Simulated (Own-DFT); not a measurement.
# How much smaller does PBEsol make it? C11b WSi2, 30 atoms (Si20W10)

Everything here is calculated. The program is Own-DFT (plane waves, in-house, since retired, never reviewed by a person); positions were held fixed, and spin and spin-orbit coupling were off.

Keep in mind: forces on such cells failed a check on a denser k mesh; stress not checked against mesh or cutoff.

Each geometry was run with PBE and with PBEsol, otherwise alike: PseudoDojo norm-conserving scalar-relativistic files made for PBE; cutoff 50 hartree; 5 x 5 x 5 k mesh centred on Gamma; cold (Marzari-Vanderbilt) smearing of 0.2 eV. Unstrained cell vectors in Å: (-2.148, -5.953, 3.409); (-6.444, 2.976, 1.136); (-2.553, -2.948, -6.757). Each has a uniform strain, of which the change of volume is shown, and random moves of rms u per axis.

```
run,volume change (%),u (Å),P with PBE (GPa),P with PBEsol (GPa)
1,-3.16,0.0530,14.99,10.71
2,2.83,0.0519,0.44,-3.52
3,0.04,0.0587,7.16,3.04
4,-0.46,0.0504,7.74,3.64
5,-0.60,0.0515,7.60,3.48
6,-1.71,0.0520,10.60,6.41
7,-0.85,0.0554,8.42,4.29
8,1.46,0.0487,3.06,-0.95
9,-1.25,0.0482,10.36,6.21
10,-1.91,0.0547,12.33,8.15
11,1.61,0.0552,2.69,?
```

Question: by how much does PBEsol shrink this cell, and what belongs in the blank?

## Working it out

Write v for the change of volume as a fraction. Fitted to v and u², the PBE pressure has a slope of -245 ± 11 GPa in v, with the ions held to the strained lattice. The difference PBEsol less PBE is -4.10 + 5.2 v GPa (slope ± 0.3) and averages -4.12 GPa. Divided by the mean slope of the two, 242 GPa, that makes PBEsol's volume at a given pressure, near 6 GPa, about 1.7 % smaller, or 0.57 % in lengths. At one volume PBEsol's slope is the smaller by 5 GPa, but its pressure there is lower too. If stiffness rises by about 4 GPa for each GPa, PBEsol at equal pressure is stiffer by about 11 GPa. Files made for PBEsol would give a different shift.

For run 11 the line gives -1.32 GPa. The run itself gave -1.33 GPa.
